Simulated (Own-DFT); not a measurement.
# How strain changes the stress of zincblende GaAs, 64 atoms (As32Ga32)

All numbers below are calculated, not measured. The program, named Own-DFT, is a retired in-house plane-wave density functional code that no person has reviewed. Each row is one single-point run on a periodic cell that was not relaxed, without spin or spin-orbit coupling.

Settings of every run: PBE; PseudoDojo norm-conserving scalar-relativistic files; cutoff 42 hartree; 3 x 3 x 3 k mesh centred on Gamma; Fermi-Dirac smearing of 0.1 eV.

Known limits: forces not confirmed at this smearing and k mesh; stress not checked against mesh or cutoff.

Unstrained cell vectors in Å: (11.307, 0.000, 0.000); (0.000, 11.307, 0.000); (0.000, 0.000, 11.307). The unstrained cell has measured lattice constants (interpolated for alloys), not those of this functional. That, the random moves and any unrelaxed bonds set the pressure at no strain. Each run strains this cell uniformly, with the atoms carried along. Every atom was also moved at random, by a Gaussian of width 0.05 Å on each axis. Strain is the symmetric tensor, in per cent. Stress is positive in tension, and the pressure is minus a third of its trace.

```
run,e_xx (%),e_yy (%),e_zz (%),e_yz (%),e_xz (%),e_xy (%),s_xx (GPa),s_yy (GPa),s_zz (GPa),s_yz (GPa),s_xz (GPa),s_xy (GPa),P (GPa),E (meV/atom)
1,0.75,-1.17,1.26,-0.11,1.93,1.70,-3.42,-4.30,-3.08,-0.23,3.36,2.15,3.60,19.3
2,-1.76,1.31,-0.30,1.01,0.61,0.42,-5.30,-3.62,-4.57,1.89,1.64,0.64,4.50,9.6
3,1.78,0.14,1.38,-0.24,-0.66,0.09,-1.28,-2.07,-1.43,-0.61,-0.82,0.62,1.59,0.0
4,-2.00,-0.15,1.78,1.14,1.67,0.22,-5.60,-4.61,-3.44,1.95,2.79,-0.02,4.55,29.7
5,-0.10,-0.98,1.65,1.86,-1.89,0.56,-4.09,-4.47,-3.21,2.75,-3.32,0.98,3.92,26.8
6,-0.71,-1.42,0.07,-1.36,0.62,0.38,-5.74,-6.24,-5.35,-2.35,0.79,1.08,5.78,33.0
7,-0.60,1.87,1.89,1.55,-1.04,1.47,-2.90,-1.56,-1.64,2.78,-1.61,2.27,2.03,13.5
8,-0.59,1.50,-0.22,1.56,1.67,-1.70,-4.27,-3.18,-4.04,3.27,2.95,-2.89,3.83,26.3
9,-1.57,-1.70,-0.20,0.36,-0.01,0.03,-7.20,-7.25,-6.33,1.21,0.43,-0.29,6.93,37.4
10,-1.59,-0.70,-0.09,0.48,-1.02,0.44,-6.37,-6.06,-5.67,1.59,-2.07,1.77,6.04,31.5
11,0.69,-0.82,-0.68,0.01,-0.58,-0.57,-4.18,-5.08,-5.16,-0.31,-2.01,-0.71,4.81,25.2
12,-0.67,-1.45,1.93,-0.62,-0.63,1.86,-4.74,-5.10,-3.27,-1.15,-0.89,2.90,4.37,27.2
13,1.94,0.47,1.72,-1.71,-0.89,-1.09,-0.85,-1.77,-1.06,-2.65,-1.27,-1.21,1.23,3.6
14,-1.24,0.12,1.42,0.75,0.10,-1.97,-4.59,-3.80,-3.03,0.37,-0.21,-3.12,3.81,12.1
15,1.25,-0.06,-0.34,-1.84,1.68,1.87,?,?,?,?,?,?,?,?
```

E is the free energy for each atom above the lowest run shown.

## Worked fit

Each stress component was fitted by least squares to a constant and the strains of the runs shown, as fractions, with shears doubled. Shear strains stay in the fit of a normal stress only where such slopes are resolved. The slopes, in GPa:

```
stress,at no strain,per e_xx,per e_yy,per e_zz,scatter
s_xx,-4.2,112 ± 3,59 ± 3,51 ± 4,0.14
s_yy,-4.2,58 ± 4,112 ± 4,55 ± 5,0.17
s_zz,-4.2,54 ± 4,57 ± 4,110 ± 5,0.16
```

Each shear stress against twice its own strain: yz 80 ± 9, xz 87 ± 6, xy 77 ± 5 GPa. These are stiffnesses along x, y and z of the frame in which the cell vectors are given, which need not be the crystal's axes. The atoms are held to the strained lattice; where symmetry lets them move under strain, relaxing them would lower some slopes. The table should be nearly symmetric about its diagonal, and what it lacks of that shows the noise. A ninth of its sum, 74 ± 2 GPa, estimates the bulk modulus near the mean pressure of these runs, 4.1 GPa, so it lies above the value at zero pressure.

## Withheld run

Question: what normal stresses and pressure should run 15 give?

The fit gives s_xx = -3.0, s_yy = -3.7, s_zz = -4.0 and P = 3.6 GPa. The calculation gave -2.99, -3.81, -3.92 and P = 3.57 GPa.
